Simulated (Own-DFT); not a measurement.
## Calculated data, AlGa$_{3}$N$_{4}$ (wurtzite random alloy, strained, atoms displaced)

A calculation, not a measurement: plane-wave PBE density functional theory by an unreviewed code, no spin, of a simulated periodic cell, stress positive in tension, free energy of the whole cell less one offset for each atom, forces on such cells passed a denser k mesh, this cell's mesh not checked; offsets are fitted by least squares, one for each functional and potential file, so energies compare only between cells with the same atoms and settings and are not formation energies; the far tail of each file's local potential was reset to the Coulomb form; each entry is a single point on an unrelaxed cell, so the pressure reflects the starting lattice, mostly measured values, from which strain is counted, and rises with the displacements; printed positions are rounded, which can move forces by about a meV/angstrom; the program is a retired in-house code; no spin-orbit coupling. Program: Own-DFT development build.

Common to all runs: functional PBE; potential files PseudoDojo norm-conserving, scalar-relativistic, standard set with the stringent files for Ga; wave cutoff 96 hartree; occupations Gaussian; smearing width 0.01 eV; k mesh 4 x 4 x 3 centred on Gamma.

(1) AlGa$_{3}$N$_{4}$ (wurtzite random alloy, strained, atoms displaced)

```
AlGa3N4
1.0
      9.7945     0.0000     0.0000
     -4.8973     8.4823     0.0000
      0.0000     0.0000    10.2685
Ga N Ga Al N Ga N Ga Al N Ga Al N Ga N Ga N Ga N Ga Al N Ga N Al Ga N Ga N Ga N Al Ga N Ga Al N Ga N Ga Al N Al Ga N
2 2 1 1 2 2 2 1 1 2 1 1 2 2 2 2 2 2 2 1 1 2 2 2 1 1 2 2 2 2 2 1 1 2 1 1 2 2 2 1 1 2 1 1 2
Direct
  0.10707 0.22028 0.00610
  0.22462 0.11225 0.25319
  0.11428 0.22546 0.19222
  0.22499 0.11577 0.43396
  0.11060 0.22799 0.49956
  0.22283 0.10802 0.74654
  0.10886 0.21955 0.68373
  0.23098 0.11373 0.94366
  0.10237 0.55175 0.99430
  0.21184 0.44461 0.25001
  0.10429 0.55517 0.19415
  0.22163 0.44012 0.44039
  0.10435 0.54622 0.49323
  0.22025 0.44354 0.74505
  0.11157 0.55880 0.69226
  0.21316 0.43551 0.93989
  0.11902 0.89702 0.00342
  0.22845 0.78534 0.24741
  0.11881 0.89361 0.19934
  0.22283 0.77332 0.43552
  0.10911 0.88500 0.50158
  0.22709 0.77086 0.74389
  0.11725 0.89513 0.68770
  0.22165 0.77671 0.93134
  0.45089 0.23790 0.00411
  0.55111 0.10732 0.25016
  0.43659 0.21389 0.19638
  0.55132 0.10739 0.44709
  0.44690 0.22787 0.50734
  0.55617 0.11080 0.74924
  0.43751 0.21745 0.68770
  0.56068 0.11271 0.94059
  0.43283 0.55998 0.99138
  0.56322 0.45824 0.24441
  0.44225 0.55095 0.19561
  0.55420 0.44886 0.43817
  0.45186 0.56223 0.50837
  0.54490 0.42643 0.74260
  0.44559 0.55558 0.68427
  0.56608 0.45354 0.94686
  0.45135 0.89272 0.00242
  0.54613 0.77644 0.25130
  0.44174 0.87947 0.18368
  0.55677 0.77320 0.43946
  0.44556 0.88832 0.50595
  0.56462 0.77237 0.74595
  0.45230 0.89427 0.68547
  0.55470 0.78129 0.93947
  0.76332 0.21079 0.01248
  0.88346 0.10762 0.25147
  0.78267 0.22347 0.19233
  0.88866 0.11188 0.44139
  0.76907 0.21928 0.50195
  0.88983 0.11438 0.75465
  0.79079 0.22212 0.69189
  0.88578 0.10976 0.93881
  0.77266 0.55094 0.00450
  0.89121 0.44961 0.26175
  0.77455 0.55681 0.18454
  0.88418 0.43527 0.43391
  0.76836 0.55099 0.50022
  0.88807 0.44771 0.74339
  0.76464 0.54377 0.68378
  0.88620 0.44204 0.94820
  0.77805 0.89567 0.99979
  0.88637 0.77499 0.24953
  0.76749 0.88475 0.19230
  0.89301 0.78666 0.43991
  0.77928 0.89787 0.49237
  0.89496 0.78811 0.75596
  0.78060 0.88663 0.69125
  0.89291 0.78140 0.94166
```

* free energy of cell above offsets: -9.709 eV
* pressure: -3.67 GPa
* stress xx: 7.59 GPa
* stress yy: 7.18 GPa
* stress zz: -3.75 GPa
* stress yz: 0.17 GPa
* stress xz: -0.54 GPa
* stress xy: -0.48 GPa

Force:
```
element  x (eV/Å)  y (eV/Å)  z (eV/Å)
     Ga     0.398    -0.357    -0.606
     Ga    -0.723     0.203    -0.494
      N    -0.664    -0.735     0.216
      N     0.011    -0.199     2.326
     Ga     0.622    -1.186    -0.778
     Al    -0.796     0.141     0.674
      N     1.005     0.687     1.982
      N    -0.773     0.524    -1.452
     Ga     0.327     0.557     0.781
     Ga     1.243      0.11    -0.015
      N    -0.373     0.941    -0.083
      N    -0.168     1.067     0.301
     Ga     0.497     0.881     0.418
     Al     -0.14    -0.479     0.254
      N      0.76    -1.444    -0.877
      N     0.076     0.778    -1.453
     Ga     0.133    -0.824    -0.097
     Al    -0.377    -1.127     0.301
      N    -0.787    -1.381    -0.823
      N    -0.033     0.152     0.051
     Ga     0.298     0.755    -1.024
     Ga     -0.64     1.601     0.361
      N     0.102    -0.309     0.805
      N      0.93     0.498     1.561
     Ga     0.179     -1.38     0.283
     Ga     0.135     0.246      0.44
      N     1.373     2.132    -0.688
      N     0.642     0.769    -0.436
     Ga    -0.639    -0.576    -2.794
     Ga     0.745     0.119     0.287
      N     0.069    -1.039     1.393
      N    -1.379    -0.999     0.138
     Ga     1.241    -0.296     1.495
     Al     -0.73    -1.571     0.866
      N    -0.501     0.308    -1.035
      N     0.315     -0.43    -0.704
     Ga    -0.583    -0.746     -3.05
     Ga     0.195     2.312     1.567
      N    -0.794    -1.043     2.934
      N    -2.186     -0.79    -1.704
     Al     -0.98    -0.475    -1.481
     Ga     1.103    -1.039    -0.113
      N     -1.22     1.012     0.378
      N     0.059      1.45     0.662
     Ga    -0.209    -0.564    -1.776
     Ga    -0.849     0.829     0.547
      N     0.145    -0.809     1.668
      N    -0.361     0.105    -0.224
     Ga     1.483     1.636    -1.778
     Ga     0.795     0.136    -0.007
      N    -1.089     0.532     1.598
      N    -1.235     0.021     0.347
     Al      1.14    -0.205    -0.138
     Ga     0.929    -0.736    -0.718
      N    -2.346     0.551    -1.404
      N     0.088     0.445     1.092
     Ga     1.566     1.303    -1.441
     Al     -0.21    -0.388    -3.358
      N     0.682     0.214         3
      N    -0.706    -0.271     2.162
     Ga     0.575     1.046    -0.839
     Ga    -0.039    -0.428     1.419
      N     0.621     0.742     1.133
      N     -0.69    -0.587    -1.263
     Ga     0.454    -1.099     0.221
     Al     0.096     0.717     0.049
      N     1.334         0     0.085
      N    -0.889    -0.889    -0.667
     Al     0.702    -0.978      0.88
     Ga     0.416    -0.857    -0.809
      N    -0.232     0.698    -1.305
      N    -0.146      0.02     0.757
```

(2) AlGa$_{3}$N$_{4}$ (wurtzite random alloy, strained, atoms displaced)

```
AlGa3N4
1.0
      9.7945     0.0000     0.0000
     -4.8973     8.4823     0.0000
      0.0000     0.0000    10.2685
Al Ga N Ga N Al Ga N Ga Al N Ga N Ga N Ga N Ga N Al N Ga N Ga N Ga Al N Ga Al N Ga N Ga Al N Ga N Ga N Al Ga N
1 1 2 2 2 1 1 2 1 1 2 2 2 2 2 2 2 2 2 2 2 2 2 2 2 1 1 2 1 1 2 2 2 1 1 2 2 2 2 2 1 1 2
Direct
  0.10310 0.21981 0.99995
  0.22987 0.11867 0.24359
  0.11096 0.21671 0.18636
  0.23112 0.11424 0.43706
  0.12182 0.22758 0.50146
  0.21802 0.11054 0.74860
  0.11440 0.22418 0.69403
  0.21508 0.09497 0.93163
  0.11339 0.55911 0.98984
  0.21669 0.44595 0.24860
  0.10612 0.54932 0.18332
  0.22606 0.43998 0.43806
  0.12027 0.55109 0.50117
  0.22278 0.43695 0.74511
  0.10893 0.55547 0.69248
  0.21661 0.44315 0.93845
  0.12505 0.90036 0.99387
  0.22089 0.77889 0.25007
  0.09423 0.87970 0.20236
  0.21924 0.77102 0.44790
  0.10420 0.87664 0.49278
  0.20952 0.77271 0.74828
  0.11102 0.89240 0.69728
  0.23117 0.77811 0.93556
  0.44139 0.22178 0.00731
  0.55361 0.10799 0.25368
  0.43739 0.21429 0.18823
  0.55810 0.10604 0.43547
  0.44042 0.22223 0.50810
  0.55499 0.10769 0.74963
  0.45160 0.22819 0.68151
  0.55750 0.12431 0.93370
  0.43824 0.55477 0.00097
  0.55853 0.44770 0.24169
  0.44811 0.55514 0.19555
  0.55712 0.44486 0.43619
  0.43560 0.54992 0.50594
  0.56140 0.44836 0.75220
  0.45258 0.56124 0.68157
  0.55662 0.44107 0.93000
  0.45010 0.88586 0.00652
  0.55566 0.77527 0.24798
  0.44435 0.89354 0.19308
  0.55336 0.77734 0.44103
  0.43852 0.88088 0.50145
  0.55499 0.77856 0.74287
  0.44099 0.87816 0.69009
  0.55455 0.77714 0.93836
  0.77071 0.21930 0.00593
  0.88761 0.11249 0.24907
  0.78237 0.22672 0.18596
  0.88820 0.10002 0.43619
  0.77789 0.22250 0.50137
  0.89218 0.11548 0.75061
  0.77499 0.22998 0.68372
  0.88968 0.10742 0.93579
  0.78303 0.56188 0.00446
  0.89916 0.44793 0.24922
  0.77989 0.55602 0.18227
  0.88861 0.44960 0.45044
  0.77268 0.55576 0.50301
  0.88770 0.44341 0.75137
  0.78145 0.55668 0.69924
  0.89051 0.44190 0.93541
  0.77343 0.88654 0.01146
  0.88023 0.77440 0.25494
  0.78252 0.89308 0.18928
  0.88732 0.78534 0.43905
  0.77853 0.88205 0.50116
  0.89019 0.78270 0.74927
  0.77150 0.89008 0.68394
  0.89199 0.77503 0.93865
```

* free energy of cell above offsets: -8.999 eV
* pressure: -3.45 GPa
* stress xx: 7.84 GPa
* stress yy: 7.53 GPa
* stress zz: -5.03 GPa
* stress yz: 0.16 GPa
* stress xz: -0.3 GPa
* stress xy: -0.14 GPa

Force:
```
element  x (eV/Å)  y (eV/Å)  z (eV/Å)
     Al     0.547    -0.021    -0.497
     Ga    -1.365    -1.719     1.393
      N    -1.215     0.551    -0.334
      N    -0.827    -0.673     0.251
     Ga    -0.605    -1.976    -0.676
     Ga     1.352     0.235    -0.646
      N    -0.256     0.568    -0.527
      N    -0.702     4.284     1.184
     Al    -0.413    -0.503     0.277
     Ga     0.998    -0.611    -0.543
      N     0.058     0.814    -0.094
      N    -0.892     0.255    -0.024
     Ga    -1.678    -0.073     0.436
     Al    -0.383     1.629     0.967
      N     1.427    -1.044    -0.054
      N     0.955    -0.262    -0.104
     Ga    -0.735    -3.861     1.599
     Ga    -0.554    -0.281     0.122
      N     2.066     1.294    -1.475
      N     0.108    -0.079    -1.222
     Ga     0.039     1.604     0.865
     Ga     1.396     0.564    -0.084
      N    -0.187     -0.41    -1.765
      N    -0.582    -0.462     1.289
     Ga     0.114     0.141    -2.501
     Ga     0.254      0.79    -0.377
      N     1.271     1.906     0.617
      N    -0.651     0.152     1.343
     Ga     1.133     0.131    -3.161
     Ga    -0.267     0.048     -0.83
      N    -0.565    -0.566     3.157
      N     0.434     -1.45     1.477
     Al     0.628     -0.16    -0.559
     Al     0.342    -0.558     1.317
      N      -0.3    -0.489    -1.739
      N    -0.358    -0.018    -0.788
     Ga      1.78     0.893    -2.651
     Ga    -0.005    -0.328    -1.592
      N    -1.141    -0.527     3.103
      N    -1.422     0.597     3.396
     Ga    -0.846     0.743    -1.544
     Ga     -0.12     0.494     1.009
      N     0.256    -0.976     -0.13
      N     0.907    -0.309    -0.112
     Ga     0.607     1.016    -0.153
     Al     0.206     -0.03     0.657
      N    -0.334     0.656       0.4
      N     0.373    -0.922    -0.167
     Ga      0.54     0.668    -2.179
     Al     0.551    -0.133     0.351
      N     0.334    -0.072     2.157
      N     -0.07     0.794     0.086
     Ga     0.226    -0.414    -1.151
     Ga    -1.016    -0.529    -0.813
      N     0.952    -1.092     1.345
      N    -0.173     0.318     1.376
     Ga     0.293    -0.604    -2.601
     Al    -1.478    -0.351     0.514
      N    -0.212    -1.008     2.867
      N     1.003    -0.198    -2.331
     Ga     0.202    -0.054      0.36
     Ga    -0.092     0.024    -0.496
      N    -0.426     0.673     -1.34
      N     0.434     0.581     1.588
     Ga     0.906     -0.15    -3.036
     Ga     0.172    -0.133    -0.915
      N    -0.928     0.331     1.712
      N     0.039    -1.245     0.948
     Al    -1.461     1.097    -0.392
     Ga    -0.547    -0.379     0.384
      N     0.324    -0.108     0.486
      N    -0.421     0.928     0.571
```
